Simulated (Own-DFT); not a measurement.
# A layer strained by its substrate: wurtzite GaN, 72 atoms (Ga36N36)

Everything here is calculated. The program is Own-DFT (plane waves, in-house, since retired, never reviewed by a person); positions were held fixed, and spin and spin-orbit coupling were off.

Method: PBE; PseudoDojo norm-conserving scalar-relativistic files; cutoff 42 hartree; 4 x 4 x 3 k mesh centred on Gamma; Fermi-Dirac smearing of 0.1 eV.

Known weak points: forces not confirmed at this smearing and k mesh; stress not checked against mesh or cutoff.

Unstrained cell vectors in Å: (9.567, 0.000, 0.000); (-4.784, 8.285, 0.000); (0.000, 0.000, 10.370). The unstrained cell has measured lattice constants (interpolated for alloys), not those of this functional. That, the random moves and any unrelaxed bonds set the pressure at no strain. Each run strains x and y alike by e, as a substrate would, and holds the height along z. Random moves of width 0.05 Å per axis were added to every atom. Stress is positive in tension.

```
e (%)  u (Å)  (s_xx + s_yy)/2 (GPa)  s_zz (GPa)
-2.75  0.045                 -23.62      -12.21
-2.50  0.047                      ?           ?
-0.75  0.054                 -11.85       -9.42
 0.25  0.050                  -6.20       -6.59
 0.50  0.048                  -5.15       -5.49
 0.75  0.047                  -3.24       -6.66
 1.25  0.051                  -1.56       -4.47
 1.75  0.049                   0.91       -4.22
 2.25  0.052                   2.92       -4.52
 3.00  0.049                   6.03       -4.28
```

## Fit

With e as a fraction, the in-plane stress is -7.5 + 522 e - 2338 e² GPa (errors 5 and 276, scatter 0.26), and s_zz is -7.5 + 152 e GPa (slope ± 20, scatter 0.96). At e = 0 the first slope is C11 + C12 and the second 2 C13, both with the ions held to the strained lattice and at the cell's own pressure. The term in e² is negative: the layer stiffens under compression and softens under tension. A free layer would change its height as e changes, and the in-plane slope would drop by 2 C13²/C33 to the biaxial modulus. At fixed height, a misfit of 1 % moves the in-plane stress by about 5.2 GPa and s_zz by 1.5 GPa.

## The run left out

Q: what are the two stresses at e = -2.50 %?

The fitted form gives -22.1 and -11.3 GPa. The hidden result is -23.37 and -10.12 GPa. This run lies off the fit, by chance or by something that the fit leaves out.
